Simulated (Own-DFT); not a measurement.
# Strain and stress in wurtzite AlN, 72 atoms (Al36N36)

All numbers below are calculated, not measured. They come from Own-DFT, an in-house plane-wave density functional program, since retired, whose code no person has reviewed. Each row is one single-point run on a periodic cell that was not relaxed, without spin or spin-orbit coupling.

Settings of every run: PBE; PseudoDojo norm-conserving scalar-relativistic files; cutoff 42 hartree; 4 x 4 x 3 k mesh centred on Gamma; Gaussian smearing of 0.01 eV.

Known limits: k mesh not checked against a denser one; stress not checked against mesh or cutoff.

Unstrained cell vectors in Å: (9.336, 0.000, 0.000); (-4.668, 8.085, 0.000); (0.000, 0.000, 9.964). The unstrained cell has measured lattice constants (interpolated for alloys), not those of this functional. That, the random moves and any unrelaxed bonds set the pressure at no strain. Each run strains this cell uniformly, with the atoms carried along. Every atom was also moved at random, by a Gaussian of width 0.05 Å on each axis. Strain is the symmetric tensor, in per cent. Stress is positive in tension, and the pressure is minus a third of its trace.

```
run,e_xx (%),e_yy (%),e_zz (%),e_yz (%),e_xz (%),e_xy (%),s_xx (GPa),s_yy (GPa),s_zz (GPa),s_yz (GPa),s_xz (GPa),s_xy (GPa),P (GPa),E (meV/atom)
1,1.05,-1.26,-1.35,1.20,0.14,-0.56,-2.21,-12.56,-10.62,3.48,0.31,-1.63,8.46,0.0
2,-0.72,-0.38,0.35,0.44,-1.74,1.63,-9.85,-6.12,-4.82,1.03,-4.69,6.88,6.93,1.9
3,0.33,0.75,0.34,0.34,0.46,1.59,-5.11,-1.35,-1.63,0.41,2.53,4.73,2.70,7.8
4,0.34,-1.00,1.32,-1.69,0.75,0.08,-4.83,-9.93,1.13,-3.68,2.08,0.25,4.54,7.0
5,-0.42,1.98,-0.35,1.75,-1.77,-1.12,-4.90,2.23,-6.48,4.64,-3.95,-3.26,3.05,5.8
6,-0.42,-0.05,0.47,1.66,-1.01,-1.81,-5.69,-4.16,-8.30,4.75,-1.94,-6.08,6.05,13.4
7,0.58,-1.44,1.70,0.30,0.94,-1.27,-4.26,-11.51,3.19,0.06,2.66,-3.81,4.19,7.5
8,1.23,0.44,-1.04,-1.23,0.50,-1.74,-0.21,-3.31,-11.36,-3.25,1.98,-6.49,4.96,27.0
9,1.14,-1.40,-1.80,-1.05,-1.76,1.35,-4.08,-12.00,-15.68,-2.40,-5.23,6.48,10.59,29.5
10,0.09,-0.15,1.73,0.43,-0.34,0.64,-5.27,-5.18,2.62,0.66,-1.86,2.54,2.61,8.1
11,-1.96,-0.91,-1.02,-0.78,-1.86,-1.93,-18.78,-14.81,-12.47,-1.89,-4.89,-8.82,15.35,59.5
12,-0.64,1.34,-1.75,1.95,1.95,-0.68,-9.48,-1.83,-11.72,4.91,4.48,-3.56,7.68,25.9
13,0.56,1.52,0.09,1.56,-1.37,0.94,-1.33,2.31,-5.10,3.88,-3.54,3.59,1.37,10.8
14,-0.98,1.44,-0.06,-1.22,-0.79,-1.43,-7.81,0.11,-6.41,-3.28,-2.01,-3.94,4.70,3.9
15,-0.98,-1.23,0.23,1.53,0.74,-0.66,-9.10,-12.76,-8.95,3.48,0.85,-2.15,10.27,22.7
16,-1.15,1.04,0.38,-0.99,-0.14,1.84,-10.76,-2.66,-3.07,-2.26,-1.04,7.77,5.49,21.0
17,-0.29,1.91,-0.73,-1.92,-0.50,0.74,-4.76,0.86,-8.31,-4.86,-1.88,2.01,4.07,26.7
18,0.23,-0.76,-1.37,-1.63,1.82,-1.31,?,?,?,?,?,?,?,?
```

E is the free energy for each atom above the lowest run shown.

## Worked fit

Each stress component was fitted by least squares to a constant and the strains of the runs shown, as fractions, with shears doubled. Shear strains stay in the fit of a normal stress only where such slopes are resolved. The slopes, in GPa:

| stress | at no strain | per e_xx | per e_yy | per e_zz | scatter |
|---|---|---|---|---|---|
| s_xx | -5.9 | 472 ± 40 | 119 ± 29 | 68 ± 32 | 1.40 |
| s_yy | -5.9 | 123 ± 32 | 475 ± 23 | 91 ± 26 | 1.11 |
| s_zz | -5.9 | 84 ± 54 | 76 ± 40 | 480 ± 44 | 1.90 |

Each shear stress against twice its own strain: yz 126 ± 4, xz 125 ± 8, xy 185 ± 10 GPa. These are stiffnesses along x, y and z of the frame in which the cell vectors are given, which need not be the crystal's axes. The atoms are held to the strained lattice; where symmetry lets them move under strain, relaxing them would lower some slopes. The table should be nearly symmetric about its diagonal, and what it lacks of that shows the noise. A ninth of its sum, 221 ± 7 GPa, estimates the bulk modulus near the mean pressure of these runs, 6.1 GPa, so it lies above the value at zero pressure.

## Withheld run

Question: what normal stresses and pressure should run 18 give?

The fit gives s_xx = -6.6, s_yy = -10.5, s_zz = -12.9 and P = 10.0 GPa. The calculation gave -7.37, -11.01, -12.07 and P = 10.15 GPa.
